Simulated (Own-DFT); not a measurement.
# Biaxial strain at fixed height in wurtzite AlGaN with randomly placed atoms, 96 atoms (Al12Ga36N48)

Source: density functional calculations with Own-DFT, an unreviewed in-house program that is no longer used. Nothing was measured or relaxed, and spin and spin-orbit coupling are left out.

Method: PBE; PseudoDojo norm-conserving scalar-relativistic files (stringent for Ga); cutoff 96 hartree; 3 x 4 x 3 k mesh centred on Gamma; Gaussian smearing of 0.01 eV.

Caveats: k mesh not checked against a denser one; stress not checked against mesh or cutoff.

Unstrained cell vectors in Å: (12.679, 0.000, 0.000); (-4.755, 8.235, 0.000); (0.000, 0.000, 10.268). The unstrained cell has measured lattice constants (interpolated for alloys), not those of this functional. That, the random moves and any unrelaxed bonds set the pressure at no strain. Each run strains x and y alike by e, as a substrate would, and holds the height along z. Each coordinate of each atom was shifted by a normal deviate of width 0.05 Å. The random placing of the alloy's atoms differs from row to row. Stress is positive in tension.

```
e (%),u (Å),(s_xx + s_yy)/2 (GPa),s_zz (GPa)
-3.00,0.052,-27.06,-12.35
-2.25,0.051,-19.84,-12.11
-2.00,0.050,-18.99,-10.84
-0.75,0.053,?,?
0.25,0.048,-4.60,-7.63
0.50,0.050,-3.96,-7.31
1.00,0.048,-1.62,-4.47
1.25,0.050,-0.23,-6.10
2.50,0.048,5.37,-5.54
2.75,0.047,6.00,-2.70
```

## Working it out

With e as a fraction, the in-plane stress is -6.3 + 553 e - 3871 e² GPa (errors 9 and 589, scatter 0.54), and s_zz is -7.8 + 158 e GPa (slope ± 17, scatter 1.02). At e = 0 the first slope is C11 + C12 and the second 2 C13, both with the ions held to the strained lattice and at the cell's own pressure. The term in e² is negative: the layer stiffens under compression and softens under tension. A free layer would change its height as e changes, and the in-plane slope would drop by 2 C13²/C33 to the biaxial modulus. At fixed height, a misfit of 1 % moves the in-plane stress by about 5.5 GPa and s_zz by 1.6 GPa.

## Test on the hidden row

Question: what are the two stresses at e = -0.75 %?

The fitted form gives -10.7 and -9.0 GPa. Computed: -11.92 and -7.62 GPa.
